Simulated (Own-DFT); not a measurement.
# Stretching a layer in its plane: wurtzite AlGaN with randomly placed atoms, 96 atoms (Al36Ga12N48)

Calculated, not measured: single-point runs of Own-DFT, a retired in-house plane-wave DFT program that no person has reviewed, on unrelaxed cells, without spin or spin-orbit coupling.

Settings: PBE; PseudoDojo norm-conserving scalar-relativistic files (stringent for Ga); cutoff 96 hartree; 3 x 4 x 3 k mesh centred on Gamma; Gaussian smearing of 0.01 eV.

Limits: k mesh not checked against a denser one; stress not checked against mesh or cutoff.

Unstrained cell vectors in Å: (12.525, 0.000, 0.000); (-4.697, 8.135, 0.000); (0.000, 0.000, 10.066). The unstrained cell has measured lattice constants (interpolated for alloys), not those of this functional. That, the random moves and any unrelaxed bonds set the pressure at no strain. Each run strains x and y alike by e, as a substrate would, and holds the height along z. Random moves of width 0.05 Å per axis were added to every atom. The random placing of the alloy's atoms differs from row to row. Stress is positive in tension.

| e (%) | u (Å) | (s_xx + s_yy)/2 (GPa) | s_zz (GPa) |
|---|---|---|---|
| -3.00 | 0.048 | -25.44 | -12.17 |
| -1.50 | 0.052 | -14.50 | -10.30 |
| -0.25 | 0.048 | ? | ? |
| 1.00 | 0.047 | -0.18 | -6.13 |
| 1.25 | 0.050 | -0.01 | -4.60 |
| 1.50 | 0.050 | 1.18 | -3.97 |
| 2.00 | 0.049 | 3.81 | -2.90 |
| 2.25 | 0.052 | 5.77 | -4.38 |
| 2.50 | 0.051 | 6.79 | -5.04 |
| 2.75 | 0.051 | 7.35 | -2.09 |

## What the rows give

With e as a fraction, the in-plane stress is -6.0 + 561 e - 2598 e² GPa (errors 10 and 702, scatter 0.56), and s_zz is -7.3 + 165 e GPa (slope ± 19, scatter 1.03). At e = 0 the first slope is C11 + C12 and the second 2 C13, both with the ions held to the strained lattice and at the cell's own pressure. The term in e² is negative: the layer stiffens under compression and softens under tension. A free layer would change its height as e changes, and the in-plane slope would drop by 2 C13²/C33 to the biaxial modulus. At fixed height, a misfit of 1 % moves the in-plane stress by about 5.6 GPa and s_zz by 1.7 GPa.

## Test on the hidden row

Question: what are the two stresses at e = -0.25 %?

Estimate: -7.4 and -7.8 GPa. The calculation gave -7.71 and -5.74 GPa.
